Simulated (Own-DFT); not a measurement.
# One host, several defects: wurtzite GaN

Calculated, not measured: single-point runs of Own-DFT, a retired in-house plane-wave DFT program that no person has reviewed, on unrelaxed cells, without spin or spin-orbit coupling.

Common settings: PBE; PseudoDojo norm-conserving scalar-relativistic files; cutoff 42 hartree; 4 x 4 x 3 k mesh centred on Gamma; Fermi-Dirac smearing of 0.1 eV.

Caveats (not all hold for every row): some atoms lie very close together; not probed for a lower state with spin; forces not confirmed at this smearing and k mesh; stress not checked against mesh or cutoff.

All runs share one cell, with vectors in Å (9.567, 0.000, 0.000); (-4.784, 8.285, 0.000); (0.000, 0.000, 10.370) and a volume of 822.0 Å³. u is the rms random offset of the atoms per axis. The defect's site can differ from row to row.

```
cell,formula,u (Å),P (GPa)
no defect,Ga36N36,0.0209,5.99
no defect,Ga36N36,0.0210,5.97
no defect,Ga36N36,0.0506,7.71
one N on a Ga site,Ga35N37,0.0301,5.52
one N on a Ga site,Ga35N37,0.0509,6.51
one N on a Ga site,Ga35N37,0.0526,6.61
one Ga on an N site,Ga37N35,0.0294,11.83
one Ga on an N site,Ga37N35,0.0299,12.08
one Ga on an N site,Ga37N35,0.0482,?
one Ga on an N site,Ga37N35,0.0497,13.25
```

## Analysis

P = P0 + c u² + a shift for each defect gives P0 = 5.70 GPa, c = 745 ± 55 GPa/Å² and a scatter of 0.14 GPa. The shifts, and each times the cell's volume:

- one Ga on an N site: 5.63 ± 0.12 GPa, 28.9 eV
- one N on a Ga site: -1.04 ± 0.13 GPa, -5.3 eV

A positive shift means that the defect pushes the cell outwards. Shift times volume (160.2 GPa Å³ is 1 eV) depends little on the cell's size, so, taken for each site, it can be compared between cells at like pressure. The atoms around the defects weren't relaxed, which would change these numbers.

## Test on the hidden row

The question: what pressure belongs in the blank (one Ga on an N site, u = 0.0482 Å)?

The fit gives 13.07 ± 0.17 GPa. The run itself gave 13.25 GPa.
